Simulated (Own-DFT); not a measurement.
# Misfit strain and the stress it brings: diamond-structure GeSn with randomly placed atoms, 64 atoms (Ge52Sn12)

Everything here is calculated. The program is Own-DFT (plane waves, in-house, since retired, never reviewed by a person); positions were held fixed, and spin and spin-orbit coupling were off.

Settings: PBE; PseudoDojo norm-conserving scalar-relativistic files; cutoff 49 hartree; 3 x 3 x 3 k mesh centred on Gamma; Fermi-Dirac smearing of 0.1 eV.

Caveats: forces on such cells moved up to 12 meV/angstrom on a denser k mesh; stress not checked against mesh or cutoff.

Unstrained cell vectors in Å: (11.628, 0.000, 0.000); (0.000, 11.628, 0.000); (0.000, 0.000, 11.628). The unstrained cell has measured lattice constants (interpolated for alloys), not those of this functional. That, the random moves and any unrelaxed bonds set the pressure at no strain. Each run strains x and y alike by e, as a substrate would, and holds the height along z. Each coordinate of each atom was shifted by a normal deviate of width 0.05 Å. The random placing of the alloy's atoms differs from row to row. Stress is positive in tension.

| e (%) | u (Å) | (s_xx + s_yy)/2 (GPa) | s_zz (GPa) |
|---|---|---|---|
| -1.75 | 0.049 | -8.64 | -7.76 |
| -1.00 | 0.050 | -7.59 | -6.99 |
| -0.50 | 0.054 | -6.57 | -6.15 |
| -0.25 | 0.050 | -5.84 | -5.71 |
| 0.25 | 0.050 | ? | ? |
| 0.50 | 0.047 | -4.97 | -5.11 |
| 1.00 | 0.051 | -3.86 | -4.38 |
| 1.50 | 0.050 | -3.04 | -3.85 |
| 2.25 | 0.050 | -2.14 | -3.41 |
| 2.50 | 0.051 | -1.64 | -2.95 |

## Working it out

With e as a fraction, the in-plane stress is -5.6 + 170 e - 457 e² GPa (errors 5 and 352, scatter 0.18), and s_zz is -5.6 + 118 e - 683 e² GPa (slope ± 4, scatter 0.14). At e = 0 the first slope is C11 + C12 and the second 2 C12, both with the ions held to the strained lattice and at the cell's own pressure. A free layer would change its height as e changes, and the in-plane slope would drop by 2 C12²/C11 to the biaxial modulus. At fixed height, a misfit of 1 % moves the in-plane stress by about 1.7 GPa and s_zz by 1.2 GPa.

## Check

Question: what are the two stresses at e = 0.25 %?

Estimate: -5.2 and -5.3 GPa. DFT gave -5.01 and -5.16 GPa.
